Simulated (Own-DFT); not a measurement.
# Computed records: SiC (4H silicon carbide, atoms displaced)

Computed with Own-DFT development build. A calculation, not a measurement: plane-wave PBE density functional theory by an unreviewed code, no spin, of a simulated periodic cell, stress positive in tension, free energy of the whole cell less one offset for each atom, forces on such cells passed a denser k mesh, this cell's mesh not checked; offsets are fitted by least squares, one for each functional and potential file, so energies compare only between cells with the same atoms and settings and are not formation energies; the far tail of each file's local potential was reset to the Coulomb form; each entry is a single point on an unrelaxed cell, so the pressure reflects the starting lattice, mostly measured values (interpolated for alloys), from which strain is counted, and rises with the displacements; printed positions are rounded, which can move forces by about a meV/angstrom; the program, named Own-DFT, is a retired in-house code; no spin-orbit coupling.

Common to all runs: functional PBE; potential files PseudoDojo norm-conserving, scalar-relativistic, standard set; wave cutoff 42 hartree; occupations Fermi-Dirac; smearing width 0.1 eV; hardware one NVIDIA H100; k mesh 4 x 4 x 3 centred on Gamma.

(1) SiC (4H silicon carbide, atoms displaced)

```
cell vectors (Å)
   9.2481     0.0000     0.0000
  -4.6241     8.0091     0.0000
   0.0000     0.0000    10.0681
atoms (fractions of the cell vectors)
Si  0.99278  0.98858  0.41142
Si  0.11695  0.21557  0.17012
C   0.99533  0.02128  0.09838
C   0.09379  0.21439  0.35814
Si  0.99951  0.34460  0.42525
Si  0.11277  0.56139  0.13649
C   0.98624  0.32358  0.09259
C   0.11251  0.55472  0.34521
Si  0.03120  0.67398  0.41161
Si  0.09985  0.87786  0.15986
C   0.97116  0.66238  0.08274
C   0.11801  0.89764  0.34397
Si  0.33464  0.99931  0.42207
Si  0.44906  0.22187  0.15631
C   0.34296  0.99364  0.10038
C   0.42775  0.22734  0.32047
Si  0.31799  0.31999  0.40911
Si  0.43879  0.54779  0.17042
C   0.34349  0.36542  0.08470
C   0.46330  0.55612  0.35523
Si  0.32496  0.65344  0.41977
Si  0.46104  0.88938  0.15437
C   0.32437  0.66753  0.09476
C   0.45053  0.89413  0.34885
Si  0.67329  0.99151  0.40602
Si  0.77176  0.21155  0.15385
C   0.66930  0.00818  0.09326
C   0.78037  0.23817  0.35410
Si  0.68932  0.33347  0.40882
Si  0.78742  0.56423  0.16782
C   0.67048  0.31971  0.08772
C   0.77471  0.57232  0.33456
Si  0.65701  0.65574  0.38818
Si  0.79388  0.89524  0.16113
C   0.65825  0.65016  0.09278
C   0.77304  0.88399  0.34375
Si  0.99821  0.00032  0.90235
Si  0.88909  0.78558  0.65959
C   0.99777  0.99803  0.57772
C   0.88980  0.77116  0.85728
Si  0.98859  0.66277  0.89758
Si  0.85541  0.41794  0.65041
C   0.98579  0.67553  0.59226
C   0.89764  0.46984  0.85302
Si  0.00830  0.32322  0.90649
Si  0.88913  0.09624  0.64542
C   0.00912  0.32722  0.60340
C   0.85347  0.09056  0.83774
Si  0.68557  0.02422  0.91957
Si  0.55476  0.77504  0.67034
C   0.67303  0.01518  0.60644
C   0.55748  0.77979  0.84214
Si  0.66937  0.67171  0.91174
Si  0.57122  0.46381  0.66012
C   0.65624  0.65975  0.59538
C   0.55746  0.44679  0.84257
Si  0.66831  0.33995  0.92689
Si  0.54615  0.11788  0.64547
C   0.67618  0.33236  0.57908
C   0.56540  0.10663  0.83656
Si  0.34194  0.00443  0.90380
Si  0.22870  0.80296  0.64850
C   0.33659  0.01789  0.61664
C   0.24507  0.78479  0.82694
Si  0.32201  0.66519  0.90163
Si  0.21508  0.42241  0.65309
C   0.33706  0.68170  0.57042
C   0.21866  0.43496  0.83730
Si  0.33751  0.33732  0.90384
Si  0.23027  0.10560  0.64983
C   0.34645  0.33878  0.59405
C   0.22684  0.09954  0.83565
```

```
free energy of cell above offsets : 15.366 eV
pressure                          : 12.7 GPa
stress xx                         : -13.42 GPa
stress yy                         : -8.68 GPa
stress zz                         : -15.99 GPa
stress yz                         : -1.74 GPa
stress xz                         : 2.23 GPa
stress xy                         : -0.62 GPa
wall time                         : 355.2 s
```

Force:
```csv
element,x (eV/Å),y (eV/Å),z (eV/Å)
Si,-0.032,0.241,-4.514
Si,-1.496,4.25,-0.707
C,3.86,-3.119,-2.093
C,0.708,0.851,-0.883
Si,0.608,-1.57,-2.892
Si,-2.802,-2.108,2.589
C,2.563,1.33,0.271
C,1.391,-0.795,-1.101
Si,-5.384,1.221,-0.195
Si,1.366,1.885,-1.31
C,5.62,2.172,0.423
C,0.393,-1.46,1.242
Si,0.277,1.584,-4.101
Si,-0.067,-0.164,-4.399
C,-2.449,0.382,-1.932
C,1.608,-0.956,7.777
Si,1.731,1.595,-0.49
Si,0.151,3.873,-0.647
C,0.5,-6.887,0.61
C,-9.813,-4.753,-2.505
Si,2.154,0.982,-11.84
Si,-3.284,-0.732,1.523
C,2.636,0.765,-0.729
C,0.287,-0.968,-0.245
Si,-2.946,1.987,2.083
Si,0.328,3.204,2.343
C,2.247,-2.734,1.568
C,6.579,-5.318,-3.806
Si,-8.81,4.603,-2.464
Si,-2.978,-3.269,-3.452
C,-1.697,1.229,6.686
C,5.153,-2.796,3.731
Si,4.283,5.003,5.335
Si,-3.215,-2.169,-0.894
C,-0.282,2.548,1.564
C,1.461,-0.104,-0.261
Si,-0.134,0.132,0.794
Si,-1.523,-1.358,-0.045
C,1.676,-0.397,5.962
C,-2.818,3.435,-2.978
Si,3.492,5.112,2.118
Si,8.012,6.118,5.367
C,3.326,-1.205,-0.228
C,0.415,-9.762,-3.426
Si,-3.154,0.272,-0.366
Si,-2.197,2.061,2.318
C,-3.854,-0.939,-0.613
C,10.97,4.795,-3.227
Si,-6.915,-5.529,-0.668
Si,-0.904,1.017,-4.154
C,-0.538,-2.857,-3.371
C,-0.312,-0.446,3.994
Si,-1.182,-1.043,-0.664
Si,-0.286,-3.851,0.007
C,0.935,4.124,-1.412
C,0.679,-0.011,1.049
Si,0.553,0.039,-8.092
Si,5.514,0.884,3.462
C,-6.965,-2.081,1.09
C,-2.302,2.64,1.116
Si,1.792,-1.295,0.923
Si,0.706,-5.618,0.836
C,3.976,-3.494,-6.419
C,-3.709,0.307,1.875
Si,3.297,-0.488,0.217
Si,1.25,3.8,0.985
C,-0.234,0.547,13.84
C,0.295,0.735,0.425
Si,0.166,-0.473,-0.684
Si,-7.845,4.98,2.343
C,-0.069,-1.715,-0.133
C,-2.76,1.763,1.472
```

(2) SiC (4H silicon carbide, atoms displaced)

```
cell vectors (Å)
   9.2481     0.0000     0.0000
  -4.6241     8.0091     0.0000
   0.0000     0.0000    10.0681
atoms (fractions of the cell vectors)
Si  0.98756  0.99458  0.39335
Si  0.13187  0.23423  0.14029
C   0.00317  0.02507  0.09882
C   0.10311  0.22678  0.33879
Si  0.00079  0.34026  0.40074
Si  0.09981  0.56229  0.16500
C   0.99482  0.32677  0.09732
C   0.11510  0.54333  0.34652
Si  0.00194  0.65723  0.39851
Si  0.10629  0.89217  0.15275
C   0.00728  0.67772  0.09045
C   0.10154  0.87356  0.35255
Si  0.33155  0.98927  0.40958
Si  0.43293  0.21574  0.16403
C   0.31711  0.99326  0.09055
C   0.41673  0.20037  0.33970
Si  0.32487  0.31578  0.39100
Si  0.45082  0.54062  0.15199
C   0.34438  0.33878  0.10733
C   0.45352  0.55849  0.35196
Si  0.33463  0.64879  0.39923
Si  0.45107  0.89425  0.15630
C   0.36259  0.68219  0.11003
C   0.44106  0.89824  0.33921
Si  0.66714  0.00438  0.40792
Si  0.78082  0.21888  0.16353
C   0.65343  0.00438  0.08865
C   0.79027  0.21462  0.33618
Si  0.66860  0.32798  0.41641
Si  0.77943  0.55592  0.14672
C   0.65968  0.31760  0.10028
C   0.79344  0.55844  0.34202
Si  0.66267  0.65748  0.40757
Si  0.76386  0.86444  0.17439
C   0.66146  0.64384  0.08146
C   0.78247  0.89457  0.32955
Si  0.98373  0.99605  0.89417
Si  0.89322  0.78877  0.65877
C   0.99748  0.99549  0.58605
C   0.87697  0.76414  0.82466
Si  0.99999  0.69920  0.92063
Si  0.88512  0.42498  0.64255
C   0.98524  0.64673  0.58158
C   0.89469  0.45081  0.83599
Si  0.01041  0.33494  0.89971
Si  0.87831  0.09509  0.65300
C   0.98444  0.31977  0.59204
C   0.88445  0.13443  0.85954
Si  0.67481  0.99821  0.90408
Si  0.56031  0.77278  0.65763
C   0.66438  0.98907  0.58376
C   0.56283  0.79145  0.83645
Si  0.65850  0.68120  0.90375
Si  0.56675  0.44743  0.64109
C   0.68044  0.67405  0.59389
C   0.56375  0.43668  0.85892
Si  0.68121  0.34021  0.91813
Si  0.55365  0.10949  0.65299
C   0.67665  0.32230  0.59556
C   0.54698  0.12060  0.84928
Si  0.33067  0.99097  0.92063
Si  0.24651  0.77115  0.65172
C   0.34964  0.01031  0.58000
C   0.22355  0.78544  0.84395
Si  0.34192  0.65645  0.91438
Si  0.23061  0.44703  0.66242
C   0.33310  0.66275  0.57210
C   0.23060  0.44076  0.86705
Si  0.33164  0.34112  0.90275
Si  0.22770  0.11000  0.66632
C   0.31393  0.30947  0.61339
C   0.20869  0.10744  0.85017
```

```
free energy of cell above offsets : 9.402 eV
pressure                          : 10.06 GPa
stress xx                         : -7.99 GPa
stress yy                         : -9.94 GPa
stress zz                         : -12.24 GPa
stress yz                         : -0.38 GPa
stress xz                         : -0.73 GPa
stress xy                         : -0.74 GPa
wall time                         : 368 s
```

Force:
```csv
element,x (eV/Å),y (eV/Å),z (eV/Å)
Si,2.872,1.365,1.549
Si,-4.577,0.249,3.633
C,0.541,-6.17,-1.988
C,1.997,-1.001,-0.387
Si,1.198,-3.586,1.704
Si,3.735,-1.86,-1.968
C,0.908,2.751,-1.411
C,-1.268,3.338,-1.334
Si,0.616,0.906,2.655
Si,-1.07,1.361,2.154
C,-1.601,-0.785,2.392
C,0.164,2.185,-2.208
Si,-2.744,0,-2.162
Si,2.539,-0.962,-2.295
C,1.69,0.712,3.272
C,3.397,1.165,1.495
Si,-2.59,1.619,3.179
Si,-1.413,4.703,2.569
C,-0.019,-2.185,-3.699
C,1.044,-3.222,-2.342
Si,-1.793,3.132,-1.823
Si,-1.869,0.802,0.436
C,-1.776,-3.757,-2.404
C,3.014,-2.15,0.623
Si,0.075,-1.24,-2.586
Si,-0.434,-0.67,-3.287
C,3.279,-0.732,0.398
C,-2.874,0.755,3.482
Si,0.058,-0.221,-3.5
Si,1.218,-2.42,1.704
C,0.153,1.848,0.895
C,-3.543,-2.163,-1.096
Si,2.605,2.018,-0.017
Si,-0.633,2.217,-10.48
C,-0.65,3.504,1.694
C,-2.159,-1.771,9.18
Si,0.566,1.219,2.243
Si,2.728,-2.333,-5.31
C,0.281,0.909,0.866
C,-1.778,2.54,6.347
Si,3.214,-3.944,-5.805
Si,-0.498,4.734,3.93
C,1.397,1.844,1.532
C,0.635,0.268,1.432
Si,-3.71,4.386,3.217
Si,0.48,2.079,0.242
C,4.02,-0.511,-0.599
C,2.543,-6.008,-4.576
Si,-4.433,2.751,1.768
Si,-0.712,0.158,-2.88
C,-0.657,0.217,2.651
C,-1.011,-1.957,0.527
Si,3.576,-3.687,-1.125
Si,-0.633,-1.731,3.459
C,-1.66,-1.331,-0.733
C,-3.083,2.442,-2.485
Si,0.227,-1.332,-1.732
Si,0.862,-0.732,2.271
C,-3.581,0.207,-1.304
C,1.935,-1.417,-1.019
Si,-0.247,2.371,-4.302
Si,-5.642,1.566,0.509
C,-1.465,-1.886,4.176
C,1.389,-1.935,0.071
Si,-2.538,3.472,1.302
Si,-1.358,-1.53,-1.046
C,2.855,-1.275,4.942
C,-3.3,2.941,-4.196
Si,6.956,-4.173,1.706
Si,-0.207,-4.029,-0.5
C,1.793,6.088,-3.732
C,0.966,-0.118,0.131
```

(3) SiC (4H silicon carbide, atoms displaced)

```
cell vectors (Å)
   9.2481     0.0000     0.0000
  -4.6241     8.0091     0.0000
   0.0000     0.0000    10.0681
atoms (fractions of the cell vectors)
Si  0.99231  0.98899  0.41004
Si  0.08718  0.20693  0.15464
C   0.98049  0.00029  0.09517
C   0.13307  0.23332  0.34763
Si  0.99533  0.33223  0.40265
Si  0.12906  0.57265  0.15369
C   0.00732  0.34126  0.09724
C   0.11887  0.55788  0.34773
Si  0.99533  0.67370  0.40182
Si  0.12548  0.89925  0.16116
C   0.01033  0.66202  0.10653
C   0.07984  0.85433  0.34129
Si  0.34662  0.99386  0.40580
Si  0.42302  0.23330  0.15893
C   0.33912  0.00233  0.09574
C   0.43630  0.21590  0.34869
Si  0.33823  0.34177  0.40089
Si  0.45669  0.56398  0.14714
C   0.32062  0.33288  0.07921
C   0.46412  0.55960  0.35579
Si  0.32818  0.66985  0.42386
Si  0.42870  0.88662  0.16373
C   0.32593  0.65894  0.08020
C   0.45647  0.89482  0.33687
Si  0.66139  0.00121  0.40563
Si  0.78617  0.24565  0.15942
C   0.67764  0.01873  0.07734
C   0.77933  0.21628  0.33282
Si  0.67842  0.34140  0.41181
Si  0.78705  0.56674  0.15654
C   0.67663  0.33285  0.09207
C   0.78126  0.54945  0.33927
Si  0.69424  0.69818  0.40241
Si  0.77221  0.89273  0.15612
C   0.66052  0.67747  0.09869
C   0.77055  0.88363  0.34656
Si  0.01506  0.01697  0.89563
Si  0.90320  0.79191  0.65740
C   0.97764  0.99421  0.60620
C   0.90221  0.77816  0.85224
Si  0.01113  0.67727  0.90867
Si  0.86458  0.44981  0.65414
C   0.99339  0.68025  0.59800
C   0.89718  0.44769  0.86321
Si  0.98544  0.32157  0.88284
Si  0.88992  0.11405  0.64942
C   0.97859  0.31683  0.60221
C   0.88581  0.09786  0.84011
Si  0.67752  0.02346  0.90442
Si  0.55364  0.79541  0.64246
C   0.66712  0.00663  0.60285
C   0.55274  0.79604  0.84584
Si  0.65829  0.65438  0.90466
Si  0.55330  0.45742  0.65537
C   0.69325  0.67112  0.60470
C   0.56094  0.44890  0.84194
Si  0.64501  0.31363  0.89159
Si  0.55489  0.13372  0.66183
C   0.66159  0.32287  0.58340
C   0.56463  0.10610  0.84289
Si  0.34089  0.00517  0.90623
Si  0.23615  0.79371  0.66243
C   0.32717  0.99890  0.59133
C   0.22980  0.80063  0.84781
Si  0.32787  0.67539  0.90518
Si  0.21798  0.46329  0.63667
C   0.32058  0.66498  0.59621
C   0.22330  0.44311  0.82277
Si  0.31492  0.31756  0.91753
Si  0.23575  0.12239  0.67022
C   0.33840  0.34317  0.59008
C   0.24671  0.12822  0.84348
```

```
free energy of cell above offsets : 10.322 eV
pressure                          : 10.38 GPa
stress xx                         : -7.02 GPa
stress yy                         : -14.62 GPa
stress zz                         : -9.5 GPa
stress yz                         : 2.71 GPa
stress xz                         : -1.03 GPa
stress xy                         : 0.86 GPa
wall time                         : 355.5 s
```

Force:
```csv
element,x (eV/Å),y (eV/Å),z (eV/Å)
Si,1.093,2.197,0.267
Si,0.89,3.588,1.225
C,4.311,-0.751,-1.28
C,-4.438,-3.292,-1.321
Si,1.368,-0.144,0.626
Si,-0.344,-4.594,1.839
C,-0.725,0.148,-0.959
C,-0.898,0.444,0.095
Si,2.157,-8.791,4.057
Si,-2.799,-2.14,-0.986
C,-2.464,3.408,-2.681
C,1.303,11.49,-2.177
Si,-3.504,1.332,0.014
Si,4.981,-1.171,0.223
C,-2.128,1.79,-0.472
C,0.788,0.62,-0.737
Si,2.604,-0.158,2.445
Si,-3.912,-1.936,2.397
C,-0.195,0.542,6.673
C,-1.938,1.769,-1.693
Si,1.713,-0.67,-5.204
Si,3.813,0.15,-4.171
C,2.054,2.452,2.941
C,-1.415,-2.155,2.763
Si,2.004,1.332,0.794
Si,2.459,-2.91,-2.586
C,-0.899,-0.907,5.175
C,-0.726,0.76,3.465
Si,-1.339,-1.95,-4.207
Si,-0.226,-1.86,-1.022
C,-5.646,2.261,-1.366
C,-1.118,1.435,1.016
Si,0.055,-10.66,3.882
Si,-1.955,0.782,-0.917
C,3.948,-0.559,-2.016
C,-0.417,7.834,-2.704
Si,-0.382,-3.543,2.222
Si,-1.296,-1.537,3.697
C,4.367,2.438,-2.949
C,-2.279,1.44,-0.85
Si,0.085,-1.667,1.706
Si,4.153,0.875,1.865
C,4.036,-1.957,-1.683
C,-3.849,0.276,-3.81
Si,3.732,1.394,2.808
Si,-1.725,-2.035,2.744
C,0.001,6.011,-3.23
C,-0.413,2.258,-1.484
Si,3.19,-5.063,0.132
Si,2.224,-3.343,4.221
C,-1.81,1.82,-3.24
C,1.067,-1.784,-1.066
Si,-0.031,4.576,0.291
Si,0.376,-0.715,-0.209
C,-4.349,0.803,-2.782
C,-1.076,-2.67,-0.286
Si,2.416,5.304,4.511
Si,1.513,-5.168,-1.038
C,-2.012,3.26,2.315
C,-4.839,1.383,-2.146
Si,0.578,0.991,1.756
Si,-2.776,-2.019,0.092
C,1.029,1.788,0.606
C,0.436,-2.837,-1.036
Si,1.838,-0.86,-2.59
Si,1.137,-7.296,3.63
C,0.869,5.506,0.167
C,-1.031,0.277,2.537
Si,0.161,5.919,-6.697
Si,-2.028,0.418,-4.837
C,-0.974,-0.258,-0.041
C,-0.794,-3.664,1.276
```
